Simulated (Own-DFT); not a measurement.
# Response to strain: wurtzite AlGaN with randomly placed atoms, 72 atoms (Al27Ga9N36)

Calculated results; nothing here was measured. The program, named Own-DFT, is a retired in-house plane-wave density functional code that no person has reviewed. Each row is one single-point run on a periodic cell that was not relaxed, without spin or spin-orbit coupling.

Settings of every run: PBE; PseudoDojo norm-conserving scalar-relativistic files; cutoff 42 hartree; 4 x 4 x 3 k mesh centred on Gamma; Fermi-Dirac smearing of 0.1 eV.

Known limits: forces on such cells passed a denser k mesh, each cell not checked; stress not checked against mesh or cutoff.

Unstrained cell vectors in Å: (9.394, 0.000, 0.000); (-4.697, 8.135, 0.000); (0.000, 0.000, 10.066). The unstrained cell has measured lattice constants (interpolated for alloys), not those of this functional. That, the random moves and any unrelaxed bonds set the pressure at no strain. Each run strains this cell uniformly, with the atoms carried along. Every atom was also moved at random, by a Gaussian of width 0.05 Å on each axis. The random placing of the alloy's atoms differs from row to row. Strain is the symmetric tensor, in per cent. Stress is positive in tension, and the pressure is minus a third of its trace.

```
run,e_xx (%),e_yy (%),e_zz (%),s_xx (GPa),s_yy (GPa),s_zz (GPa),P (GPa),E (meV/atom)
1,-2.50,-2.50,0.00,-21.17,-22.97,-13.33,19.16,83.2
2,-0.25,-0.25,0.00,-9.51,-5.96,-6.60,7.36,15.6
3,0.25,0.25,0.00,-3.37,-6.23,-6.66,5.42,17.1
4,1.25,1.25,0.00,1.52,-0.14,-5.88,1.50,9.7
5,-2.00,-2.00,0.00,-21.28,-19.37,-7.67,16.11,50.9
6,-0.50,-0.50,0.00,-8.17,-9.09,-8.93,8.73,31.5
7,0.75,0.75,0.00,-2.31,-2.61,-3.04,2.65,0.0
8,2.25,2.25,0.00,4.36,5.36,-2.92,-2.27,16.4
9,-1.50,-1.50,0.00,?,?,?,?,?
```

E is the free energy for each atom above the lowest run shown.

## Worked fit

The change of volume is close to e_xx + e_yy + e_zz. A straight line through the runs shown gives P = 6.96 - 228 x (fractional change of volume) GPa, with an error of 10 on the slope and a scatter of 0.82 GPa. The strain isn't the same on all axes and the cell isn't cubic, so the slope belongs to this path and is not the bulk modulus.

## Withheld run

Question: what pressure should run 9 give? Its volume changes by -2.98 %.

The line gives 13.7 GPa. The calculation gave 13.60 GPa.
